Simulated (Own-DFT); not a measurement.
## Calculated data, SiC (2H silicon carbide, atoms displaced)

A calculation, not a measurement: plane-wave PBE density functional theory by an unreviewed code, no spin, of a simulated periodic cell, stress positive in tension, free energy of the whole cell less one offset for each atom, forces on such cells passed a denser k mesh, this cell's mesh not checked; offsets are fitted by least squares, one for each functional and potential file, so energies compare only between cells with the same atoms and settings and are not formation energies; the far tail of each file's local potential was reset to the Coulomb form; each entry is a single point on an unrelaxed cell, so the pressure reflects the starting lattice, mostly measured values (interpolated for alloys), from which strain is counted, and rises with the displacements; printed positions are rounded, which can move forces by about a meV/angstrom; the program, named Own-DFT, is a retired in-house code; no spin-orbit coupling. Program: Own-DFT development build.

Settings shared by all entries: functional PBE; potential files PseudoDojo norm-conserving, scalar-relativistic, standard set; wave cutoff 42 hartree; occupations Fermi-Dirac; smearing width 0.1 eV; hardware one NVIDIA H100; k mesh 4 x 4 x 3 centred on Gamma.

(1) SiC (2H silicon carbide, atoms displaced)

```
CELL_PARAMETERS angstrom
9.24810 0.00000 0.00000
-4.62410 8.00910 0.00000
0.00000 0.00000 10.06810
ATOMIC_POSITIONS crystal
Si 0.00244 0.00393 0.99940
Si 0.11483 0.22509 0.25492
C 0.00177 0.99883 0.18808
C 0.10558 0.21765 0.44513
Si 0.00062 0.99966 0.49701
Si 0.11882 0.22479 0.74799
C 0.00736 0.00247 0.68566
C 0.11099 0.22206 0.93537
Si 0.00259 0.33653 0.00001
Si 0.10702 0.55147 0.25563
C 0.00125 0.33984 0.18952
C 0.11577 0.55265 0.43976
Si 0.00405 0.33628 0.49510
Si 0.11060 0.55742 0.74955
C 0.00502 0.33926 0.68596
C 0.11778 0.56059 0.93903
Si 0.99985 0.65894 0.00053
Si 0.11293 0.88801 0.24823
C 0.99755 0.66278 0.18438
C 0.11208 0.88579 0.43180
Si 0.99985 0.67296 0.49501
Si 0.11152 0.88986 0.75018
C 0.00049 0.66569 0.68842
C 0.11327 0.89307 0.93874
Si 0.34085 0.00976 0.00385
Si 0.44508 0.22466 0.25257
C 0.33349 0.00675 0.18942
C 0.44145 0.22300 0.43657
Si 0.33611 0.00002 0.49835
Si 0.44801 0.22236 0.75293
C 0.33268 0.99362 0.68845
C 0.44310 0.22206 0.93434
Si 0.33437 0.33558 0.00142
Si 0.44531 0.55974 0.24610
C 0.32890 0.33323 0.18984
C 0.44674 0.55097 0.43789
Si 0.33300 0.32829 0.50098
Si 0.44792 0.55286 0.74388
C 0.32714 0.32288 0.69156
C 0.44289 0.55855 0.93253
Si 0.32663 0.65859 0.00042
Si 0.44562 0.88653 0.25053
C 0.32771 0.66824 0.18587
C 0.44627 0.88667 0.43147
Si 0.32695 0.66376 0.50060
Si 0.44773 0.89240 0.75358
C 0.33189 0.66356 0.68223
C 0.44128 0.88508 0.93704
Si 0.66882 0.99999 0.99917
Si 0.77253 0.21791 0.25461
C 0.66196 0.99878 0.18828
C 0.78126 0.21895 0.43724
Si 0.66191 0.99300 0.49761
Si 0.78482 0.23691 0.74676
C 0.66386 0.99518 0.68868
C 0.77234 0.21589 0.94200
Si 0.66477 0.33614 0.00211
Si 0.76989 0.55278 0.24686
C 0.66371 0.33757 0.18636
C 0.77589 0.55336 0.43798
Si 0.66594 0.33181 0.49931
Si 0.78276 0.55627 0.74878
C 0.66012 0.32894 0.67991
C 0.77503 0.54649 0.93630
Si 0.66750 0.67010 0.99931
Si 0.77979 0.89185 0.24863
C 0.66822 0.67126 0.18801
C 0.77877 0.88175 0.44020
Si 0.66840 0.66613 0.49736
Si 0.77541 0.88710 0.74897
C 0.65788 0.66504 0.68110
C 0.77836 0.89060 0.93698
```

* free energy of cell above offsets: -10.112 eV
* pressure: 3.94 GPa
* stress xx: -2.59 GPa
* stress yy: -3.19 GPa
* stress zz: -6.05 GPa
* stress yz: 0.6 GPa
* stress xz: 0.36 GPa
* stress xy: -0.98 GPa
* wall time: 357.5 s

Force:
```
element  x (eV/Å)  y (eV/Å)  z (eV/Å)
     Si     0.134    -0.573    -0.046
     Si    -1.152     -0.64    -0.494
      C    -0.473     0.754     0.161
      C     1.068     0.821    -1.474
     Si     0.197     -0.85     0.788
     Si    -2.245    -0.981     0.549
      C    -1.191     -0.58     0.064
      C    -0.016     0.644     0.522
     Si    -0.319    -0.628     0.029
     Si    -0.006     1.119    -1.057
      C     0.172    -1.852     0.116
      C     -1.99     0.654    -0.622
     Si    -0.547    -0.743       1.5
     Si     1.117     0.216    -0.153
      C    -0.012    -0.524     0.034
      C    -1.287    -1.618    -0.985
     Si    -0.683     1.664    -0.417
     Si    -0.354    -0.335    -0.868
      C    -0.226     0.117      1.25
      C    -0.057     1.059      0.85
     Si     0.741    -1.668     0.878
     Si     0.393    -0.103     0.401
      C    -0.359     0.598    -0.674
      C     0.267    -0.756     0.227
     Si      -0.4    -1.913    -0.816
     Si    -0.561     0.113     -0.62
      C     1.025    -0.624     0.122
      C     1.094    -0.568     0.401
     Si    -0.051      -0.4     0.173
     Si    -0.743    -1.103    -1.138
      C    -0.189     1.067    -0.422
      C     0.322      0.95     1.306
     Si    -0.332    -0.163    -0.658
     Si    -0.389    -0.424     0.883
      C     1.017     0.639    -0.372
      C    -1.076      0.36    -0.356
     Si    -0.738     0.681     0.388
     Si    -1.941     -0.39      0.46
      C     1.958     1.858     -1.19
      C     0.905    -0.566     0.799
     Si     0.994     2.116    -0.167
     Si    -1.221     0.333     -1.13
      C     0.717    -0.536     0.549
      C    -0.717    -0.199      1.29
     Si     2.202     0.472    -0.407
     Si    -0.016    -1.356    -0.772
      C     0.032     0.483     1.491
      C       0.2      0.52     1.117
     Si    -0.964    -0.862    -0.009
     Si     0.317     0.994    -1.455
      C     0.975      0.24    -0.154
      C    -1.001     0.064     0.567
     Si     0.931     0.374     0.863
     Si     0.307    -2.631     0.536
      C     0.165     1.599    -0.476
      C     0.203     2.114    -0.938
     Si     0.481    -1.546    -0.506
     Si     1.122     1.031     0.606
      C     0.373    -1.089     0.714
      C     0.459     0.029    -0.553
     Si     0.131    -0.142    -1.007
     Si    -1.574    -0.347    -0.553
      C     0.736     1.178     1.642
      C    -0.221     1.806    -0.102
     Si     0.097    -0.505    -0.429
     Si     0.097    -0.053      0.47
      C    -0.342    -0.358    -0.569
      C    -0.637     1.253    -1.012
     Si    -0.509    -0.809     0.034
     Si     0.516     0.395    -0.401
      C     2.545     0.344     1.143
      C     0.527     -0.22     0.083
```

(2) SiC (2H silicon carbide, atoms displaced)

```
CELL_PARAMETERS angstrom
9.24810 0.00000 0.00000
-4.62410 8.00910 0.00000
0.00000 0.00000 10.06810
ATOMIC_POSITIONS crystal
Si 0.99824 0.99889 0.00191
Si 0.10948 0.22532 0.24960
C 0.99636 0.99533 0.18727
C 0.10695 0.21834 0.44080
Si 0.00240 0.99864 0.48986
Si 0.11239 0.22238 0.74432
C 0.99141 0.99539 0.69022
C 0.11153 0.22468 0.93335
Si 0.99266 0.33265 0.00058
Si 0.10882 0.55248 0.24933
C 0.00389 0.33240 0.18639
C 0.11045 0.55537 0.43410
Si 0.99778 0.33492 0.50055
Si 0.11166 0.55443 0.74927
C 0.99441 0.33230 0.68684
C 0.11442 0.56075 0.93497
Si 0.99933 0.66342 0.00018
Si 0.11087 0.88954 0.24659
C 0.00270 0.67217 0.18469
C 0.11300 0.89106 0.44061
Si 0.99686 0.66782 0.50283
Si 0.10656 0.88951 0.75048
C 0.99739 0.66668 0.68968
C 0.11359 0.88580 0.93447
Si 0.33875 0.00186 0.99831
Si 0.44544 0.22039 0.24852
C 0.32912 0.00171 0.18483
C 0.44966 0.22132 0.43749
Si 0.33676 0.00139 0.50144
Si 0.44362 0.21655 0.75355
C 0.32715 0.99252 0.69142
C 0.45180 0.22960 0.93983
Si 0.33119 0.33030 0.00349
Si 0.44323 0.54850 0.24506
C 0.32192 0.32910 0.18537
C 0.44338 0.55713 0.43698
Si 0.33487 0.33428 0.50428
Si 0.44013 0.55205 0.74742
C 0.33795 0.33682 0.68564
C 0.44607 0.55780 0.94285
Si 0.33100 0.66794 0.00531
Si 0.44115 0.88627 0.24940
C 0.33253 0.66516 0.19109
C 0.44550 0.88749 0.43240
Si 0.32715 0.66399 0.49667
Si 0.44776 0.89074 0.74848
C 0.33236 0.67015 0.68320
C 0.44177 0.88785 0.93314
Si 0.66170 0.00196 0.00157
Si 0.77652 0.22558 0.24912
C 0.66321 0.99622 0.18507
C 0.77609 0.22737 0.43447
Si 0.67440 0.00532 0.49749
Si 0.77750 0.22180 0.75013
C 0.66633 0.99989 0.68716
C 0.77654 0.22325 0.93544
Si 0.67174 0.33563 0.99966
Si 0.77034 0.55202 0.24703
C 0.66546 0.33165 0.18498
C 0.77518 0.55256 0.43460
Si 0.66689 0.33635 0.49303
Si 0.77945 0.55414 0.75126
C 0.67199 0.33759 0.68880
C 0.77887 0.55403 0.94518
Si 0.66254 0.66930 0.99685
Si 0.77505 0.88587 0.24998
C 0.67099 0.66869 0.18525
C 0.77794 0.89423 0.43750
Si 0.66818 0.66603 0.49858
Si 0.77746 0.88650 0.74973
C 0.66453 0.66494 0.68949
C 0.77949 0.89037 0.93885
```

- free energy of cell above offsets: -10.735 eV
- pressure: 3.67 GPa
- stress xx: -2.8 GPa
- stress yy: -2.63 GPa
- stress zz: -5.58 GPa
- stress yz: -0.25 GPa
- stress xz: 0.03 GPa
- stress xy: -0.52 GPa
- wall time: 351 s

Force:
```
element  x (eV/Å)  y (eV/Å)  z (eV/Å)
     Si     0.727     0.199    -1.061
     Si     0.224    -1.668      0.62
      C    -0.238     1.007      0.54
      C      0.36     1.283    -0.639
     Si    -1.005    -0.042     2.225
     Si    -0.544    -0.322     0.609
      C      1.34     0.983    -1.527
      C    -0.159     -0.31     0.693
     Si     1.817     0.467    -0.944
     Si    -0.288     0.823    -0.342
      C    -1.844     0.189      0.07
      C    -0.804    -0.166     0.768
     Si     0.106    -0.169    -0.346
     Si    -0.407     0.502    -0.236
      C     1.082     0.292     0.028
      C    -0.145     -1.23     0.768
     Si     0.015       1.1    -0.425
     Si    -0.064    -0.068     0.668
      C    -0.007    -1.554     0.886
      C     0.529    -0.548    -1.068
     Si     0.552    -0.245    -0.604
     Si     0.162     -0.44    -0.021
      C     0.424    -0.059    -0.319
      C    -0.687     0.669      1.07
     Si     -1.19    -0.036    -0.385
     Si    -0.943     0.001      0.03
      C     1.151    -0.308     0.281
      C    -1.438     0.138    -0.181
     Si     0.163    -0.506    -0.095
     Si      0.13     0.981    -0.709
      C     0.348     1.244    -0.732
      C    -0.468    -1.036     0.026
     Si    -0.341     0.551    -1.455
     Si    -0.336      1.14     0.838
      C      2.07     0.132     0.879
      C     0.437    -0.641    -0.253
     Si     0.059    -0.061    -1.666
     Si     0.092     1.226     0.823
      C    -0.179    -1.354     0.895
      C    -1.047    -0.698    -0.997
     Si     0.488    -0.139    -1.001
     Si    -0.108     0.463    -0.335
      C    -0.059    -0.156    -0.388
      C    -0.116     0.412     1.344
     Si     0.952     0.758     -0.11
     Si    -0.522    -0.642    -0.295
      C     0.367    -0.763     0.556
      C     0.674     0.117     1.084
     Si     1.017    -0.589    -0.961
     Si     0.784    -0.935    -0.312
      C    -0.183     0.764     0.785
      C     0.896    -0.419     0.237
     Si    -1.638    -0.365     0.294
     Si    -0.309    -0.062    -0.458
      C     0.257     0.257    -0.205
      C    -0.019    -0.357     0.614
     Si    -0.692    -0.074    -0.228
     Si     1.463     0.912      -0.2
      C     -0.15     0.174     0.334
      C    -0.006      1.07    -0.044
     Si     0.301    -0.328      1.91
     Si    -0.685     0.255     0.651
      C    -0.697    -1.184      -0.7
      C    -0.578     0.623    -1.421
     Si     1.525    -0.036     0.476
     Si    -0.133      0.45    -0.265
      C    -1.228    -0.793     0.216
      C     1.021    -1.126    -0.468
     Si    -0.871     0.297     0.307
     Si    -0.843     0.021     0.397
      C     0.309    -0.164    -0.308
      C    -0.873     0.093    -0.218
```

(3) SiC (2H silicon carbide, atoms displaced)

```
CELL_PARAMETERS angstrom
9.24810 0.00000 0.00000
-4.62410 8.00910 0.00000
0.00000 0.00000 10.06810
ATOMIC_POSITIONS crystal
Si 0.99843 0.99785 0.00005
Si 0.11259 0.22518 0.24989
C 0.00498 0.00327 0.18801
C 0.11007 0.22301 0.43989
Si 0.00128 0.00420 0.50256
Si 0.11218 0.22156 0.75097
C 0.00251 0.00206 0.68484
C 0.10989 0.22380 0.93611
Si 0.99759 0.33107 0.00438
Si 0.11160 0.55543 0.24643
C 0.99419 0.32987 0.19139
C 0.11090 0.55624 0.44368
Si 0.99941 0.33883 0.49729
Si 0.10953 0.56211 0.75262
C 0.00014 0.32997 0.68983
C 0.10868 0.55362 0.93404
Si 0.99846 0.66748 0.00501
Si 0.11085 0.89047 0.24920
C 0.00016 0.66657 0.19181
C 0.11204 0.89426 0.43656
Si 0.99720 0.66322 0.49530
Si 0.11236 0.88787 0.74786
C 0.99515 0.66712 0.68867
C 0.11087 0.88816 0.93543
Si 0.33499 0.00081 0.00371
Si 0.44301 0.22212 0.25255
C 0.33052 0.00144 0.18746
C 0.45118 0.22905 0.43651
Si 0.33455 0.00306 0.49861
Si 0.45250 0.22144 0.75314
C 0.33544 0.00219 0.68611
C 0.44070 0.21504 0.93535
Si 0.33745 0.33584 0.99906
Si 0.43896 0.55682 0.25621
C 0.33242 0.33541 0.18760
C 0.44868 0.55262 0.44025
Si 0.33308 0.33582 0.50055
Si 0.43654 0.54705 0.74946
C 0.33607 0.33737 0.68481
C 0.44264 0.55005 0.93541
Si 0.33139 0.66312 0.99956
Si 0.44208 0.88353 0.25144
C 0.33722 0.67136 0.18813
C 0.44420 0.88476 0.43836
Si 0.33884 0.66635 0.50478
Si 0.43634 0.88600 0.75409
C 0.33360 0.66737 0.68478
C 0.43902 0.88700 0.93610
Si 0.66760 0.99640 0.99969
Si 0.77704 0.21958 0.25269
C 0.66540 0.00216 0.19006
C 0.78134 0.22318 0.43329
Si 0.66229 0.99502 0.50327
Si 0.77837 0.22655 0.75151
C 0.66581 0.99300 0.68594
C 0.78148 0.22689 0.93214
Si 0.66515 0.33466 0.00264
Si 0.77696 0.55826 0.25339
C 0.66831 0.33602 0.18417
C 0.77566 0.55990 0.44165
Si 0.67026 0.33355 0.50151
Si 0.77886 0.55040 0.75635
C 0.66814 0.32865 0.68717
C 0.78278 0.55474 0.94108
Si 0.66564 0.66709 0.00477
Si 0.77853 0.88501 0.24347
C 0.66559 0.66416 0.19091
C 0.77591 0.88896 0.43568
Si 0.66947 0.66824 0.50163
Si 0.77890 0.88484 0.75343
C 0.66951 0.66627 0.68451
C 0.77411 0.88994 0.93330
```

- free energy of cell above offsets: -10.465 eV
- pressure: 3.77 GPa
- stress xx: -1.55 GPa
- stress yy: -2.38 GPa
- stress zz: -7.37 GPa
- stress yz: -0.18 GPa
- stress xz: -0.11 GPa
- stress xy: 0.16 GPa
- wall time: 359.5 s

Force:
```
element  x (eV/Å)  y (eV/Å)  z (eV/Å)
     Si     0.278     0.702    -0.545
     Si    -0.079    -0.433     0.454
      C     -0.83    -0.478    -0.493
      C     0.155     0.646    -0.602
     Si    -0.463    -0.657    -0.984
     Si    -0.188      0.22    -0.566
      C     0.036     -0.42     1.371
      C     0.598    -0.353     0.977
     Si     0.034     0.292    -1.283
     Si    -0.102    -0.063     1.355
      C     0.854     0.689    -0.595
      C     0.704     0.548    -1.695
     Si     0.777    -1.208     1.275
     Si     0.734    -1.409    -1.491
      C    -0.602     1.126    -0.582
      C     0.078     0.366     2.142
     Si     0.967     0.112     -0.83
     Si     0.198     0.035     0.469
      C    -0.251     0.224    -0.264
      C     0.269    -0.639      0.23
     Si    -0.134     1.417     1.147
     Si    -0.543     0.468    -0.083
      C     0.727    -0.098    -0.503
      C    -0.049     0.008     0.757
     Si    -0.619    -0.684    -0.775
     Si     0.358      0.55    -0.782
      C     0.865    -0.279     0.652
      C    -0.448    -0.817     0.676
     Si      0.25    -0.236    -0.164
     Si    -1.632    -0.022    -1.229
      C    -0.195    -0.217     0.206
      C     0.297     1.401     1.022
     Si    -0.722    -1.292     0.057
     Si     1.234    -0.352    -0.783
      C     0.244     0.213     0.157
      C    -1.055     0.768    -0.052
     Si      0.39    -0.763    -0.187
     Si       0.9     2.101    -0.421
      C     0.473    -1.698     0.823
      C      0.08      1.09     0.619
     Si    -0.166     0.178    -0.531
     Si    -0.311     1.737      0.12
      C    -0.515    -1.366    -0.354
      C    -0.637     0.395    -0.089
     Si    -0.821    -0.203    -1.055
     Si     1.629     0.358    -1.569
      C    -0.382    -0.318     1.826
      C     0.842    -0.151     1.249
     Si    -1.476     1.305    -0.293
     Si    -0.918     0.426    -0.857
      C     0.547    -0.994    -0.882
      C    -0.873    -0.344      1.55
     Si     0.734      0.67    -0.835
     Si     1.576    -1.703    -1.049
      C    -0.794     0.804     1.423
      C    -0.675    -0.917     2.122
     Si     0.673    -0.676    -0.905
     Si     0.444    -0.883    -0.088
      C    -0.209    -0.377     1.595
      C     1.104    -1.071    -0.837
     Si    -0.128     0.224    -0.659
     Si    -0.912     0.739    -1.303
      C     -0.41     0.926     0.269
      C    -1.528     0.179     0.238
     Si     0.271    -0.447    -1.233
     Si    -0.476     1.181     1.641
      C    -0.681     0.114    -0.472
      C     0.482      0.01    -0.057
     Si    -0.384     0.633     -0.08
     Si    -0.386     0.349    -2.113
      C    -0.305    -0.836     1.793
      C     1.096    -0.803     1.955
```
